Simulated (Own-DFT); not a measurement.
# How strain changes the stress of grey tin, 64 atoms (Sn64)

These are calculations, not measurements. They come from Own-DFT, an in-house plane-wave density functional program, since retired, whose code no person has reviewed. Each row is one single-point run on a periodic cell that was not relaxed, without spin or spin-orbit coupling.

Settings of every run: PBE; PseudoDojo norm-conserving scalar-relativistic files; cutoff 42 hartree; 3 x 3 x 3 k mesh centred on Gamma; cold (Marzari-Vanderbilt) smearing of 0.2 eV.

Known limits: forces on such cells moved up to 12 meV/angstrom on a denser k mesh; stress not checked against mesh or cutoff.

Unstrained cell vectors in Å: (12.978, 0.000, 0.000); (0.000, 12.978, 0.000); (0.000, 0.000, 12.978). The unstrained cell has measured lattice constants (interpolated for alloys), not those of this functional. That, the random moves and any unrelaxed bonds set the pressure at no strain. Each run strains this cell uniformly, with the atoms carried along. Every atom was also moved at random, by a Gaussian of width 0.05 Å on each axis. Strain is the symmetric tensor, in per cent. Stress is positive in tension, and the pressure is minus a third of its trace.

| run | e_xx (%) | e_yy (%) | e_zz (%) | e_yz (%) | e_xz (%) | e_xy (%) | s_xx (GPa) | s_yy (GPa) | s_zz (GPa) | s_yz (GPa) | s_xz (GPa) | s_xy (GPa) | P (GPa) | E (meV/atom) |
|---|---|---|---|---|---|---|---|---|---|---|---|---|---|---|
| 1 | 1.08 | -1.56 | -0.69 | 1.54 | -0.89 | -1.86 | -4.00 | -4.80 | -4.59 | 1.43 | -0.86 | -1.91 | 4.46 | 28.2 |
| 2 | 0.16 | -1.47 | -0.08 | -1.65 | -1.06 | -0.58 | -4.35 | -4.84 | -4.41 | -1.88 | -1.56 | -1.02 | 4.53 | 24.2 |
| 3 | -1.49 | -0.15 | -0.43 | 0.71 | 0.29 | -1.35 | -5.24 | -4.72 | -4.84 | 0.65 | -0.25 | -1.83 | 4.93 | 32.6 |
| 4 | -1.98 | -1.38 | -0.36 | -1.86 | -1.01 | 1.12 | -6.04 | -5.94 | -5.57 | -2.30 | -1.58 | 0.94 | 5.85 | 43.7 |
| 5 | -0.77 | -1.27 | 1.70 | 1.16 | -1.99 | -0.20 | -4.04 | -4.15 | -3.36 | 1.21 | -1.79 | 0.09 | 3.85 | 9.1 |
| 6 | -0.83 | -0.07 | 0.64 | -0.74 | 0.94 | 1.59 | -4.08 | -3.84 | -3.65 | -0.70 | 0.64 | 1.64 | 3.86 | 10.2 |
| 7 | -0.84 | -0.79 | 1.49 | -0.26 | 0.38 | -1.44 | -3.95 | -3.95 | -3.34 | -0.60 | 0.28 | -1.77 | 3.75 | 4.5 |
| 8 | -1.84 | -1.31 | -0.19 | 1.08 | -1.08 | -0.65 | -5.78 | -5.77 | -5.38 | 1.44 | -1.64 | -0.93 | 5.64 | 42.2 |
| 9 | 1.99 | 1.89 | -1.84 | -1.86 | 1.27 | -1.58 | -2.42 | -2.46 | -3.35 | -1.18 | 1.25 | -1.59 | 2.74 | 0.0 |
| 10 | 1.47 | -1.81 | -1.31 | 1.53 | 1.97 | -1.17 | -4.25 | -5.17 | -5.02 | 2.11 | 2.74 | -1.92 | 4.81 | 37.3 |
| 11 | -0.98 | 0.49 | 1.88 | 1.08 | -1.37 | -1.93 | -3.42 | -3.17 | -2.70 | 1.12 | -1.11 | -2.13 | 3.10 | 4.4 |
| 12 | -0.10 | 0.32 | -0.09 | -1.31 | -1.83 | -0.99 | -3.88 | -3.74 | -4.00 | -1.84 | -2.54 | -1.12 | 3.88 | 24.6 |
| 13 | -1.87 | -1.20 | -1.37 | 0.99 | 0.88 | -0.51 | -6.42 | -6.24 | -6.26 | 0.96 | 0.81 | -0.96 | 6.31 | 54.5 |
| 14 | -0.60 | -1.04 | -0.55 | 1.74 | -0.47 | 1.14 | -4.99 | -5.11 | -4.98 | 2.24 | -0.62 | 1.55 | 5.03 | 35.0 |
| 15 | -0.62 | 0.21 | -0.29 | -0.59 | 0.78 | -0.88 | -4.19 | -3.92 | -4.06 | -0.61 | 0.81 | -1.15 | 4.06 | 10.4 |
| 16 | -1.48 | -1.84 | 0.84 | -1.70 | -0.58 | -0.04 | -5.28 | -5.38 | -4.62 | -1.46 | -1.15 | -0.27 | 5.10 | 31.8 |
| 17 | 1.63 | 0.27 | -1.95 | 1.70 | 0.55 | -0.57 | ? | ? | ? | ? | ? | ? | ? | ? |

E is the free energy for each atom above the lowest run shown.

## Worked fit

Each stress component was fitted by least squares to a constant and the strains of the runs shown, as fractions, with shears doubled. Shear strains stay in the fit of a normal stress only where such slopes are resolved. The slopes, in GPa:

| stress | at no strain | per e_xx | per e_yy | per e_zz | scatter |
|---|---|---|---|---|---|
| s_xx | -3.8 | 73 ± 2 | 44 ± 2 | 51 ± 2 | 0.06 |
| s_yy | -3.8 | 45 ± 2 | 73 ± 3 | 50 ± 3 | 0.10 |
| s_zz | -3.8 | 44 ± 2 | 46 ± 3 | 76 ± 3 | 0.10 |

Each shear stress against twice its own strain: yz 55 ± 4, xz 58 ± 3, xy 61 ± 3 GPa. These are stiffnesses along x, y and z of the frame in which the cell vectors are given, which need not be the crystal's axes. The atoms are held to the strained lattice; where symmetry lets them move under strain, relaxing them would lower some slopes. The table should be nearly symmetric about its diagonal, and what it lacks of that shows the noise. A ninth of its sum, 56 ± 1 GPa, estimates the bulk modulus near the mean pressure of these runs, 4.5 GPa, so it lies above the value at zero pressure.

## Withheld run

Question: what normal stresses and pressure should run 17 give?

The fit gives s_xx = -3.5, s_yy = -3.9, s_zz = -4.4 and P = 3.9 GPa. The calculation gave -3.25, -3.70, -4.22 and P = 3.72 GPa. This run lies off the fit, by chance or by something that the fit leaves out.
